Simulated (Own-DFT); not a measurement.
## Calculated data, AlN (wurtzite, atoms displaced)

Computed with Own-DFT development build. A calculation, not a measurement: plane-wave PBE density functional theory by an unreviewed code, no spin, of a simulated periodic cell, stress positive in tension, free energy of the whole cell less one offset for each atom, forces on such cells passed a denser k mesh, this cell's mesh not checked; offsets are fitted by least squares, one for each functional and potential file, so energies compare only between cells with the same atoms and settings and are not formation energies; the far tail of each file's local potential was reset to the Coulomb form; each entry is a single point on an unrelaxed cell, so the pressure reflects the starting lattice, mostly measured values (interpolated for alloys), from which strain is counted, and rises with the displacements; printed positions are rounded, which can move forces by about a meV/angstrom; the program, named Own-DFT, is a retired in-house code; no spin-orbit coupling.

Settings shared by all entries: functional PBE; potential files PseudoDojo norm-conserving, scalar-relativistic, standard set; wave cutoff 42 hartree; occupations Fermi-Dirac; smearing width 0.1 eV; hardware one NVIDIA H100; k mesh 2 x 2 x 2 centred on Gamma.

(1) AlN (wurtzite, atoms displaced)

```cif
# cell vector a (Å): 12.4480 0.0000 0.0000
# cell vector b (Å): -6.2240 10.7803 0.0000
# cell vector c (Å): 0.0000 0.0000 9.9640
data_AlN
_symmetry_space_group_name_H-M 'P 1'
_symmetry_Int_Tables_number 1
_cell_length_a 12.4480
_cell_length_b 12.4480
_cell_length_c 9.9640
_cell_angle_alpha 90.000
_cell_angle_beta 90.000
_cell_angle_gamma 120.000
_cell_volume 1337.10
loop_
_atom_site_label
_atom_site_type_symbol
_atom_site_fract_x
_atom_site_fract_y
_atom_site_fract_z
_atom_site_occupancy
Al1 Al 0.08763 0.17243 0.99667 1
Al2 Al 0.16974 0.07696 0.24526 1
N1 N 0.08206 0.17785 0.21344 1
N2 N 0.15727 0.08338 0.43918 1
Al3 Al 0.08903 0.18040 0.49800 1
Al4 Al 0.16421 0.07876 0.74150 1
N3 N 0.06761 0.14319 0.70695 1
N4 N 0.15879 0.09104 0.95202 1
Al5 Al 0.07061 0.42135 0.00621 1
Al6 Al 0.16039 0.33164 0.26272 1
N5 N 0.07434 0.41605 0.18182 1
N6 N 0.18140 0.34871 0.44105 1
Al7 Al 0.10369 0.43721 0.51789 1
Al8 Al 0.16753 0.33688 0.76605 1
N7 N 0.08257 0.40728 0.67542 1
N8 N 0.17564 0.33578 0.95698 1
Al9 Al 0.09366 0.65989 0.00080 1
Al10 Al 0.16534 0.59260 0.24998 1
N9 N 0.10368 0.69022 0.19268 1
N10 N 0.18217 0.58902 0.45853 1
Al11 Al 0.09064 0.66072 0.50160 1
Al12 Al 0.16377 0.58464 0.76583 1
N11 N 0.09338 0.67377 0.66676 1
N12 N 0.17888 0.59080 0.93467 1
Al13 Al 0.07344 0.91228 0.00455 1
Al14 Al 0.14899 0.82789 0.24585 1
N13 N 0.10291 0.91468 0.18187 1
N14 N 0.15311 0.82899 0.42161 1
Al15 Al 0.07910 0.91847 0.50817 1
Al16 Al 0.16260 0.84218 0.74973 1
N15 N 0.08658 0.91004 0.69674 1
N16 N 0.16660 0.83928 0.94084 1
Al17 Al 0.33072 0.16069 0.98976 1
Al18 Al 0.41267 0.07562 0.23411 1
N17 N 0.32702 0.15354 0.18543 1
N18 N 0.43685 0.10100 0.45103 1
Al19 Al 0.32246 0.15503 0.49327 1
Al20 Al 0.42084 0.07928 0.74215 1
N19 N 0.31949 0.15435 0.71026 1
N20 N 0.40936 0.06236 0.93876 1
Al21 Al 0.33061 0.41873 0.99963 1
Al22 Al 0.39991 0.31950 0.24884 1
N21 N 0.32711 0.40157 0.18014 1
N22 N 0.42479 0.34269 0.43384 1
Al23 Al 0.34085 0.40952 0.49635 1
Al24 Al 0.41692 0.32944 0.73173 1
N23 N 0.34035 0.42990 0.68557 1
N24 N 0.40938 0.33295 0.94373 1
Al25 Al 0.31978 0.67773 0.00846 1
Al26 Al 0.40871 0.58801 0.24352 1
N25 N 0.34412 0.67660 0.18104 1
N26 N 0.40955 0.58125 0.44203 1
Al27 Al 0.33363 0.67455 0.49642 1
Al28 Al 0.40867 0.58108 0.75892 1
N27 N 0.33725 0.67172 0.70381 1
N28 N 0.41564 0.57950 0.94033 1
Al29 Al 0.33015 0.91060 0.99680 1
Al30 Al 0.41565 0.84128 0.24979 1
N29 N 0.33814 0.92440 0.17384 1
N30 N 0.40113 0.83246 0.44665 1
Al31 Al 0.34018 0.91900 0.49519 1
Al32 Al 0.41029 0.84867 0.75376 1
N31 N 0.33347 0.91467 0.69056 1
N32 N 0.41341 0.81988 0.93881 1
Al33 Al 0.58384 0.16772 0.00187 1
Al34 Al 0.66198 0.08223 0.24180 1
N33 N 0.58308 0.16427 0.19004 1
N34 N 0.67994 0.09516 0.45026 1
Al35 Al 0.58322 0.16551 0.49433 1
Al36 Al 0.65384 0.07338 0.76162 1
N35 N 0.58985 0.17331 0.68239 1
N36 N 0.68837 0.09369 0.94737 1
Al37 Al 0.58448 0.42712 0.00214 1
Al38 Al 0.66688 0.32406 0.24698 1
N37 N 0.59326 0.43864 0.19576 1
N38 N 0.67612 0.31907 0.46208 1
Al39 Al 0.57293 0.40754 0.50966 1
Al40 Al 0.67148 0.33608 0.74256 1
N39 N 0.56464 0.41876 0.69746 1
N40 N 0.66490 0.32899 0.95673 1
Al41 Al 0.57975 0.66476 0.00614 1
Al42 Al 0.66773 0.57407 0.26940 1
N41 N 0.58706 0.67276 0.17176 1
N42 N 0.65482 0.57502 0.42498 1
Al43 Al 0.56155 0.66285 0.50577 1
Al44 Al 0.64333 0.56317 0.73887 1
N43 N 0.58385 0.67284 0.69793 1
N44 N 0.66514 0.58409 0.93979 1
Al45 Al 0.57479 0.92813 0.99355 1
Al46 Al 0.67588 0.84509 0.25499 1
N45 N 0.59850 0.92481 0.19225 1
N46 N 0.65376 0.82821 0.44481 1
Al47 Al 0.59238 0.92945 0.49909 1
Al48 Al 0.66182 0.83365 0.75092 1
N47 N 0.58202 0.92271 0.69274 1
N48 N 0.66397 0.83449 0.92793 1
Al49 Al 0.81895 0.14834 0.00294 1
Al50 Al 0.91677 0.08402 0.22085 1
N49 N 0.82576 0.15649 0.19622 1
N50 N 0.92793 0.08832 0.45401 1
Al51 Al 0.82619 0.15236 0.51083 1
Al52 Al 0.91785 0.08454 0.74565 1
N51 N 0.82472 0.15556 0.68890 1
N52 N 0.92679 0.09174 0.93621 1
Al53 Al 0.83627 0.42286 0.99334 1
Al54 Al 0.90401 0.32379 0.24085 1
N53 N 0.80767 0.39377 0.19222 1
N54 N 0.93544 0.34134 0.44182 1
Al55 Al 0.82347 0.41626 0.49870 1
Al56 Al 0.90668 0.33076 0.74308 1
N55 N 0.82689 0.41558 0.69650 1
N56 N 0.92069 0.34370 0.95386 1
Al57 Al 0.81719 0.64596 0.99255 1
Al58 Al 0.91302 0.58126 0.26048 1
N57 N 0.83185 0.66785 0.19136 1
N58 N 0.92102 0.58153 0.44167 1
Al59 Al 0.83309 0.66445 0.51558 1
Al60 Al 0.91949 0.58004 0.75065 1
N59 N 0.83940 0.65795 0.69655 1
N60 N 0.92134 0.59122 0.96893 1
Al61 Al 0.84394 0.92898 0.00952 1
Al62 Al 0.92109 0.83617 0.27155 1
N61 N 0.81409 0.90960 0.17975 1
N62 N 0.91140 0.83303 0.44946 1
Al63 Al 0.85074 0.92740 0.49537 1
Al64 Al 0.90528 0.83717 0.74377 1
N63 N 0.82241 0.91229 0.70131 1
N64 N 0.92567 0.82922 0.95043 1
```

* free energy of cell above offsets: -18.767 eV
* pressure: 13.32 GPa
* stress xx: -15.12 GPa
* stress yy: -12.69 GPa
* stress zz: -12.14 GPa
* stress yz: -0.84 GPa
* stress xz: -2.15 GPa
* stress xy: -2.49 GPa
* wall time: 395 s

Force:
```csv
element,x (eV/Å),y (eV/Å),z (eV/Å)
Al,-1.467,1.363,1.705
Al,-2.224,0.358,-0.043
N,1.688,-3.871,-2.847
N,1.685,-0.376,0.18
Al,-0.279,-0.074,0.856
Al,-2.472,-1.485,3.278
N,3.372,4.992,-3.137
N,3.803,-3.153,-1.345
Al,4.979,0.154,-0.853
Al,0.231,3.078,-2.021
N,0.391,1.561,3.018
N,-0.56,-1.479,1.462
Al,-0.419,-3.021,-7.592
Al,0.76,-0.674,-1.032
N,-1.353,-0.196,10.09
N,-4.59,0.06,-2.768
Al,-3.88,3.292,0.879
Al,1.673,-1.494,1.06
N,0.443,-9.112,-2.666
N,-3.581,-0.099,-4.378
Al,-1.58,1.152,-4.701
Al,1.487,0.615,-6.536
N,-1.077,-0.727,8.387
N,-3.344,-3.1,2.755
Al,3.04,2.121,-0.843
Al,5.704,2.785,3.099
N,-8.443,4.533,-0.196
N,1.041,1.156,4.254
Al,1.465,-0.809,-0.812
Al,5.1,-3.587,1.787
N,-5.771,2.646,-2.74
N,0.784,-1.837,-0.794
Al,-0.773,0.649,-0.086
Al,0.392,2.102,1.623
N,0.837,1.747,0.489
N,-6.314,-4.707,-2.744
Al,1.018,1.233,0.808
Al,-0.846,0.957,0.787
N,3.754,2.344,-3.258
N,1.054,4.68,-1.313
Al,2.353,0.941,0.32
Al,2.103,2.018,-1.487
N,-1.882,1.905,2.884
N,0.145,-4.229,0.399
Al,-3.17,3.223,0.921
Al,-6.061,-2.634,4.553
N,0.106,-3.912,-0.121
N,2.314,-0.72,-1.188
Al,5.901,-2.016,-0.833
Al,4.103,-1.547,0.099
N,-3.186,0.103,2.816
N,-1.072,-0.232,-1.651
Al,3.684,-0.119,3.404
Al,0.834,2.263,-0.082
N,-1.584,0.434,-1.477
N,-1.082,0.519,1.246
Al,-0.519,-1.785,-0.524
Al,1.14,-0.054,-0.207
N,0.513,-2.712,2.781
N,4.672,0.445,-2.948
Al,-4.595,1.948,1.234
Al,5.405,-5.013,0.385
N,-4.064,2.236,-2.26
N,-1.422,5.079,-0.56
Al,-0.196,-0.671,-0.375
Al,1.158,0.431,2.397
N,-1.194,-0.844,-0.126
N,-3.427,-2.689,-3.114
Al,4.847,-0.195,2.526
Al,1.757,3.102,-1.599
N,-0.82,-1.362,2.436
N,-12.78,-5.07,-4.48
Al,-0.774,-2.298,1.135
Al,-6.401,-0.256,2.491
N,0.052,-8.675,-2.473
N,-5.718,2.309,-3.168
Al,2.525,1.612,-2.058
Al,-2.752,-1.595,2.191
N,6.265,-4.112,-3.784
N,-0.773,1.711,-2.93
Al,-0.46,1.242,-5.041
Al,-0.313,5.85,-8.772
N,-0.555,-0.02,7.579
N,0.123,0.611,12.97
Al,3.119,1.131,0.152
Al,0.729,8.991,3.589
N,-0.091,-2.4,-1.72
N,-1.205,-1.082,-2.495
Al,3.682,-2.911,1.12
Al,-3.437,-4.903,0.885
N,-3.865,-0.887,-0.85
N,1.552,1.351,-0.384
Al,-0.829,-1.309,0.667
Al,-0.776,-0.102,-0.293
N,-1.124,-1.363,-0.446
N,-0.156,1.253,3.345
Al,10.67,6.702,3.703
Al,-0.016,-0.743,3.209
N,-0.281,1.158,-1.644
N,-1.659,-0.597,-1.553
Al,3.317,3.944,-1.473
Al,-3.535,-2.193,1.237
N,-0.608,1.409,2.819
N,-1.727,-0.546,1.908
Al,-1.185,-1.484,2.22
Al,1.147,1.065,2.287
N,6.647,5.378,-1.905
N,-1.875,-0.532,0.13
Al,6.347,1.671,0.444
Al,2.258,-1.239,0.214
N,1.63,1.612,-0.602
N,-1.966,-2.812,-3.301
Al,0.384,5.14,2.5
Al,-0.616,-0.121,-2.459
N,0.971,0.173,1.461
N,-0.939,0.248,1.081
Al,-0.481,-0.801,-2.486
Al,1.191,1.23,0.404
N,-2.843,0.881,0.162
N,2.727,-1.779,-3.188
Al,-0.287,-3.242,-4.975
Al,-0.373,-1.589,-4.793
N,6.16,3.35,2.427
N,1.837,-0.979,0.96
Al,-4.271,-0.504,2.34
Al,2.819,-1.829,2.979
N,0.989,1.694,-2.683
N,-4.964,-1.434,-2.308
```

(2) AlN (wurtzite, atoms displaced)

```cif
# cell vector a (Å): 12.4480 0.0000 0.0000
# cell vector b (Å): -6.2240 10.7803 0.0000
# cell vector c (Å): 0.0000 0.0000 9.9640
data_AlN
_symmetry_space_group_name_H-M 'P 1'
_symmetry_Int_Tables_number 1
_cell_length_a 12.4480
_cell_length_b 12.4480
_cell_length_c 9.9640
_cell_angle_alpha 90.000
_cell_angle_beta 90.000
_cell_angle_gamma 120.000
_cell_volume 1337.10
loop_
_atom_site_label
_atom_site_type_symbol
_atom_site_fract_x
_atom_site_fract_y
_atom_site_fract_z
_atom_site_occupancy
Al1 Al 0.08383 0.16198 0.01736 1
Al2 Al 0.17102 0.08404 0.25898 1
N1 N 0.07929 0.15446 0.18370 1
N2 N 0.16757 0.08451 0.42662 1
Al3 Al 0.06808 0.15444 0.52477 1
Al4 Al 0.15616 0.07703 0.74449 1
N3 N 0.07541 0.16949 0.70164 1
N4 N 0.16026 0.07689 0.93938 1
Al5 Al 0.07577 0.43075 0.00485 1
Al6 Al 0.16037 0.33633 0.25805 1
N5 N 0.07775 0.41635 0.19402 1
N6 N 0.15662 0.33107 0.44387 1
Al7 Al 0.06952 0.40119 0.49626 1
Al8 Al 0.17277 0.32832 0.77609 1
N7 N 0.07860 0.41101 0.68572 1
N8 N 0.17870 0.34231 0.95060 1
Al9 Al 0.08450 0.65827 0.00072 1
Al10 Al 0.15576 0.57345 0.22468 1
N9 N 0.07697 0.65918 0.18241 1
N10 N 0.17796 0.59482 0.46020 1
Al11 Al 0.09334 0.67070 0.50117 1
Al12 Al 0.17427 0.57203 0.75575 1
N11 N 0.07403 0.66756 0.68065 1
N12 N 0.15668 0.58179 0.93636 1
Al13 Al 0.07291 0.90305 0.02073 1
Al14 Al 0.16704 0.82444 0.25863 1
N13 N 0.08907 0.92916 0.19392 1
N14 N 0.17352 0.81706 0.44763 1
Al15 Al 0.08030 0.90331 0.50521 1
Al16 Al 0.17014 0.83492 0.75582 1
N15 N 0.09327 0.91944 0.69095 1
N16 N 0.17085 0.83390 0.94197 1
Al17 Al 0.32541 0.15470 0.00688 1
Al18 Al 0.42484 0.07867 0.24754 1
N17 N 0.32237 0.17897 0.17229 1
N18 N 0.43010 0.09181 0.43938 1
Al19 Al 0.34141 0.17219 0.49656 1
Al20 Al 0.39796 0.07797 0.73751 1
N19 N 0.32953 0.15401 0.67990 1
N20 N 0.40869 0.08392 0.94422 1
Al21 Al 0.33188 0.41730 0.00526 1
Al22 Al 0.42685 0.33339 0.24715 1
N21 N 0.33124 0.40820 0.20810 1
N22 N 0.41359 0.33942 0.42945 1
Al23 Al 0.33657 0.43176 0.50399 1
Al24 Al 0.42057 0.33142 0.74481 1
N23 N 0.32905 0.43132 0.67919 1
N24 N 0.41829 0.33944 0.95766 1
Al25 Al 0.34698 0.67308 0.01973 1
Al26 Al 0.42834 0.58924 0.23974 1
N25 N 0.33090 0.65724 0.18214 1
N26 N 0.43144 0.58735 0.43267 1
Al27 Al 0.33781 0.67347 0.50192 1
Al28 Al 0.42190 0.58039 0.76029 1
N27 N 0.32269 0.66616 0.69467 1
N28 N 0.41768 0.58433 0.93692 1
Al29 Al 0.34654 0.92130 0.00573 1
Al30 Al 0.42491 0.82554 0.26927 1
N29 N 0.35593 0.93799 0.20080 1
N30 N 0.43137 0.85025 0.43986 1
Al31 Al 0.33691 0.92641 0.51545 1
Al32 Al 0.43266 0.83528 0.72946 1
N31 N 0.34741 0.92975 0.68791 1
N32 N 0.42528 0.83958 0.93309 1
Al33 Al 0.57342 0.15613 0.00872 1
Al34 Al 0.65893 0.06850 0.26872 1
N33 N 0.57690 0.15475 0.16289 1
N34 N 0.66940 0.09239 0.45543 1
Al35 Al 0.57890 0.15904 0.49702 1
Al36 Al 0.66849 0.08370 0.74636 1
N35 N 0.58606 0.17203 0.68870 1
N36 N 0.69411 0.10743 0.93824 1
Al37 Al 0.57479 0.40362 0.97945 1
Al38 Al 0.68275 0.34690 0.23822 1
N37 N 0.58653 0.42145 0.16840 1
N38 N 0.66292 0.33393 0.42995 1
Al39 Al 0.58427 0.41572 0.50016 1
Al40 Al 0.67153 0.32135 0.74324 1
N39 N 0.58079 0.41298 0.70406 1
N40 N 0.66788 0.34821 0.95192 1
Al41 Al 0.57930 0.67589 0.99431 1
Al42 Al 0.66288 0.59432 0.23950 1
N41 N 0.58895 0.68751 0.19999 1
N42 N 0.67134 0.60227 0.44730 1
Al43 Al 0.58248 0.66452 0.50630 1
Al44 Al 0.66886 0.58458 0.74320 1
N43 N 0.59458 0.67803 0.68378 1
N44 N 0.66227 0.60229 0.94463 1
Al45 Al 0.58187 0.91486 0.99467 1
Al46 Al 0.67211 0.83843 0.26110 1
N45 N 0.57557 0.91215 0.19102 1
N46 N 0.66067 0.80935 0.45209 1
Al47 Al 0.60187 0.92545 0.51041 1
Al48 Al 0.65329 0.82058 0.73864 1
N47 N 0.58175 0.91369 0.70480 1
N48 N 0.65747 0.82247 0.96164 1
Al49 Al 0.82601 0.14720 0.00947 1
Al50 Al 0.90768 0.07650 0.24696 1
N49 N 0.83338 0.16432 0.20759 1
N50 N 0.91176 0.08510 0.43612 1
Al51 Al 0.83494 0.16861 0.47826 1
Al52 Al 0.92465 0.07993 0.73884 1
N51 N 0.81263 0.15388 0.68851 1
N52 N 0.92002 0.09345 0.94843 1
Al53 Al 0.82702 0.42021 0.98810 1
Al54 Al 0.90797 0.33189 0.26184 1
N53 N 0.83626 0.42646 0.17449 1
N54 N 0.91401 0.33181 0.43340 1
Al55 Al 0.83418 0.41360 0.50843 1
Al56 Al 0.93028 0.33451 0.74816 1
N55 N 0.83669 0.41691 0.69091 1
N56 N 0.91442 0.33668 0.95170 1
Al57 Al 0.83769 0.66770 0.02244 1
Al58 Al 0.91634 0.59111 0.23952 1
N57 N 0.82604 0.65654 0.18159 1
N58 N 0.90999 0.57078 0.45344 1
Al59 Al 0.81829 0.66525 0.50918 1
Al60 Al 0.92051 0.58897 0.74807 1
N59 N 0.82714 0.65086 0.69145 1
N60 N 0.90919 0.58037 0.92847 1
Al61 Al 0.83218 0.90277 0.98097 1
Al62 Al 0.91132 0.83667 0.24405 1
N61 N 0.84425 0.92148 0.19833 1
N62 N 0.91979 0.83764 0.45132 1
Al63 Al 0.83728 0.90884 0.49190 1
Al64 Al 0.90767 0.81865 0.76444 1
N63 N 0.83698 0.92007 0.70716 1
N64 N 0.91897 0.83194 0.94408 1
```

* free energy of cell above offsets: -21.700 eV
* pressure: 12.84 GPa
* stress xx: -12.81 GPa
* stress yy: -11.13 GPa
* stress zz: -14.6 GPa
* stress yz: -1.13 GPa
* stress xz: 0.81 GPa
* stress xy: -1.06 GPa
* wall time: 401.8 s

Force:
```csv
element,x (eV/Å),y (eV/Å),z (eV/Å)
Al,-0.04,0.6,-4.962
Al,-0.977,2.082,-4.322
N,-1.41,1.398,5.811
N,0.108,-0.801,7.215
Al,1.703,2.224,-5.525
Al,1.358,0.838,2.241
N,4.228,1.157,-0.387
N,-0.076,-0.251,-0.569
Al,1.335,-4.106,-0.14
Al,1.936,-1.693,-0.82
N,-0.328,-1.881,-0.343
N,1.546,-1.19,0.528
Al,1.257,3.747,1.253
Al,-1.362,1.385,-3.526
N,2.928,0.593,0.489
N,-3.015,-1.325,0.925
Al,-3.479,2.578,-2.259
Al,1.581,2.566,3.923
N,0.274,1.896,1.074
N,-0.242,-3.141,-3.212
Al,-1.949,-5.211,1.516
Al,-3.769,-0.076,-1.405
N,2.333,1.373,2.549
N,3.518,0.676,0.723
Al,2.31,2.491,-3.966
Al,0.551,1.957,-0.952
N,0.462,-4.43,2.091
N,-1.566,6.195,-2.088
Al,1.102,1.559,-0.776
Al,0.601,-1.279,-0.475
N,-1.752,-1.664,-0.263
N,0.037,-0.585,1.686
Al,-1.517,1.406,-3.443
Al,-1.502,7.75,1.829
N,2.276,-1.395,5.695
N,-3.496,-2.022,-0.932
Al,-1.36,0.069,-1.76
Al,5.321,1.884,4.503
N,-4.781,3.966,-0.308
N,1.98,-0.74,-2.009
Al,2.006,0.466,2.31
Al,-1.144,0.387,-1.489
N,-0.959,2.661,-2.05
N,1.463,-0.247,3.109
Al,-0.519,-2.173,-3.649
Al,-2.121,-0.804,1.42
N,1.648,-2.492,3.482
N,-2.417,-2.697,-3.98
Al,-1.009,0.774,-8.307
Al,-1.047,-2.814,2.109
N,-0.943,0.902,6.126
N,-3.086,0.66,0.537
Al,1.201,-0.477,0.049
Al,-1.029,1.405,-2.341
N,4.461,1.964,-0.922
N,-0.995,0.121,2.368
Al,-1.635,-0.442,-0.22
Al,-2.168,0.451,-3.497
N,-1.121,-10.92,-2.498
N,0.394,-0.929,4.218
Al,0.747,-0.788,-4.376
Al,-7.385,-2.99,3.321
N,0.104,-4.28,1.6
N,-0.797,-1.282,0.374
Al,1.009,2.215,-11.37
Al,-0.86,2.056,-2.936
N,1.693,1.157,13.56
N,1.151,-2.788,-2.075
Al,0.563,4.094,1.999
Al,-3.151,-0.29,2.706
N,-1.009,-4.017,-0.81
N,-7.656,-5.053,-2.154
Al,-2.014,5.204,2.335
Al,-3.079,-1.405,-0.347
N,0.161,0.675,3.089
N,1.175,-0.535,0.599
Al,-0.762,0.568,-0.447
Al,-0.75,3.797,2.625
N,1.247,0.701,-2.204
N,3.488,-4.936,-3.544
Al,0.765,-5.42,2.736
Al,0.357,-2.337,0.587
N,0.764,-2.712,-2.359
N,0.223,-4.511,-2.504
Al,-1.296,-3.263,0.024
Al,-0.878,-0.631,2.893
N,-0.877,-6.094,0.975
N,3.167,-2.047,-1.334
Al,1.092,2.049,0.805
Al,-0.236,1.251,-0.605
N,2.295,0.382,0.625
N,-0.248,9.158,-1.762
Al,-0.918,-1.257,-0.384
Al,2.127,5.798,3.538
N,4.582,2.811,-2.853
N,0.588,7.285,-3.848
Al,2.561,5.388,2.509
Al,2.995,2.532,0.144
N,-2.019,-0.513,-0.413
N,1.598,-2.337,1.236
Al,-0.506,0.206,3.356
Al,-6.531,0.109,4.069
N,6.95,3.508,-2.878
N,2.751,-3.157,-1.675
Al,1.881,-0.622,0.267
Al,0.003,0.936,-5.167
N,1.849,-0.13,1.921
N,-0.966,0.175,2.661
Al,-1.03,-0.428,-0.881
Al,-4.406,-2.472,2.281
N,0.465,-0.672,0.817
N,0.65,-0.692,-1.483
Al,-1.379,-1.233,-10.7
Al,0.83,-2.885,3.126
N,-0.8,2.873,7.838
N,-0.378,3.549,-2.759
Al,5.097,0.497,-0.49
Al,0.829,-2.133,-0.651
N,-1.373,3.096,-0.001
N,0.621,2.159,2.686
Al,-3.112,3.322,1.649
Al,3.604,-1.177,2.08
N,-3.65,-1.781,-1.569
N,1.867,-2.581,-2.033
Al,-3.2,1.929,1.966
Al,0.959,0.657,-2.552
N,0.109,-3.357,-1.379
N,1.247,-1.727,1.157
```
